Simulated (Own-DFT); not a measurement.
# How strain changes the stress of C40 NbSi2, 36 atoms (Nb12Si24)

All numbers below are calculated, not measured. The program, named Own-DFT, is a retired in-house plane-wave density functional code that no person has reviewed. Each row is one single-point run on a periodic cell that was not relaxed, without spin or spin-orbit coupling.

Settings of every run: PBE; PseudoDojo norm-conserving scalar-relativistic files; cutoff 42 hartree; 4 x 4 x 5 k mesh centred on Gamma; cold (Marzari-Vanderbilt) smearing of 0.2 eV.

Known limits: forces on such cells failed a check on a denser k mesh; stress not checked against mesh or cutoff.

Unstrained cell vectors in Å: (0.000, 8.324, 0.000); (-9.613, 0.000, 0.000); (0.000, 0.000, 6.586). The unstrained cell was taken from the Materials Project. The random moves and any unrelaxed bonds add to the pressure at no strain. Each run strains this cell uniformly, with the atoms carried along. Every atom was also moved at random, by a Gaussian of width 0.05 Å on each axis. Strain is the symmetric tensor, in per cent. Stress is positive in tension, and the pressure is minus a third of its trace.

| run | e_xx (%) | e_yy (%) | e_zz (%) | e_yz (%) | e_xz (%) | e_xy (%) | s_xx (GPa) | s_yy (GPa) | s_zz (GPa) | s_yz (GPa) | s_xz (GPa) | s_xy (GPa) | P (GPa) | E (meV/atom) |
|---|---|---|---|---|---|---|---|---|---|---|---|---|---|---|
| 1 | 1.94 | 0.99 | 0.98 | 0.36 | 1.22 | 1.93 | 5.46 | 2.59 | 2.40 | 0.72 | 3.47 | 4.83 | -3.48 | 20.6 |
| 2 | 1.37 | -1.72 | 1.74 | -0.80 | -0.33 | -0.10 | 3.20 | -7.30 | 3.30 | -2.25 | -1.16 | -0.43 | 0.27 | 18.3 |
| 3 | 0.71 | 0.71 | 1.92 | -1.76 | 0.04 | -1.41 | 2.10 | 2.09 | 4.69 | -5.21 | -0.46 | -3.86 | -2.96 | 20.1 |
| 4 | 0.70 | -1.49 | -1.64 | 0.02 | -1.15 | 0.45 | -1.75 | -8.95 | -12.79 | 0.75 | -4.10 | 1.61 | 7.83 | 23.7 |
| 5 | -0.01 | -0.62 | -1.28 | -0.78 | 1.17 | -1.77 | -4.82 | -5.46 | -10.91 | -2.97 | 3.69 | -5.28 | 7.06 | 30.9 |
| 6 | 0.04 | 0.15 | -0.28 | -1.86 | 1.00 | -1.18 | -2.45 | -1.90 | -4.62 | -5.80 | 3.27 | -3.63 | 2.99 | 11.0 |
| 7 | 0.04 | -1.39 | 1.96 | 1.02 | -0.93 | 0.17 | -1.79 | -5.11 | 3.45 | 3.08 | -2.61 | 0.56 | 1.15 | 9.0 |
| 8 | 0.92 | -0.70 | -0.10 | 1.14 | -0.60 | -0.95 | 0.14 | -3.65 | -3.44 | 3.43 | -2.24 | -2.43 | 2.31 | 0.0 |
| 9 | 1.39 | -1.72 | 1.19 | -1.35 | 0.85 | -0.92 | 1.85 | -6.87 | 0.17 | -4.13 | 2.35 | -2.54 | 1.62 | 29.5 |
| 10 | -1.33 | -0.96 | -0.87 | -0.19 | -1.27 | 1.94 | -9.46 | -7.77 | -10.15 | -0.43 | -4.30 | 6.55 | 9.13 | 30.8 |
| 11 | 1.74 | 0.75 | -1.22 | 0.13 | -0.97 | 0.55 | 3.63 | 0.84 | -7.01 | 0.60 | -3.47 | 1.71 | 0.85 | 3.5 |
| 12 | -1.38 | 1.97 | 0.80 | 0.25 | -0.76 | -1.20 | -5.80 | 4.64 | 0.30 | 0.65 | -2.32 | -3.53 | 0.29 | 12.3 |
| 13 | 1.34 | -1.69 | 0.44 | -1.20 | -1.66 | 1.29 | 1.51 | -7.97 | -2.27 | -3.02 | -5.24 | 3.69 | 2.91 | 27.5 |
| 14 | -0.74 | 0.76 | -0.64 | -1.16 | 0.07 | 0.76 | -5.05 | -0.60 | -6.12 | -3.64 | 0.39 | 2.46 | 3.92 | 5.6 |
| 15 | 1.49 | 0.89 | 1.53 | 0.59 | -0.20 | 0.00 | 4.64 | 2.92 | 4.65 | 1.80 | -0.71 | 0.26 | -4.07 | 4.3 |
| 16 | -0.42 | -1.64 | -0.69 | -1.62 | -1.36 | -0.54 | ? | ? | ? | ? | ? | ? | ? | ? |

E is the free energy for each atom above the lowest run shown.

## Worked fit

Each stress component was fitted by least squares to a constant and the strains of the runs shown, as fractions, with shears doubled. Shear strains stay in the fit of a normal stress only where such slopes are resolved. The slopes, in GPa:

```
stress,at no strain,per e_xx,per e_yy,per e_zz,scatter
s_xx,-2.7,374 ± 12,67 ± 10,78 ± 10,0.44
s_yy,-2.4,56 ± 14,369 ± 11,76 ± 11,0.51
s_zz,-4.0,79 ± 16,97 ± 14,437 ± 14,0.61
```

Each shear stress against twice its own strain: yz 145 ± 2, xz 160 ± 5, xy 143 ± 4 GPa. These are stiffnesses along x, y and z of the frame in which the cell vectors are given, which need not be the crystal's axes. The atoms are held to the strained lattice; where symmetry lets them move under strain, relaxing them would lower some slopes. The table should be nearly symmetric about its diagonal, and what it lacks of that shows the noise. A ninth of its sum, 181 ± 5 GPa, estimates the bulk modulus near the mean pressure of these runs, 2.0 GPa, so it lies above the value at zero pressure.

## Withheld run

Question: what normal stresses and pressure should run 16 give?

The fit gives s_xx = -5.9, s_yy = -9.2, s_zz = -9.0 and P = 8.0 GPa. The calculation gave -5.39, -9.08, -8.99 and P = 7.82 GPa.
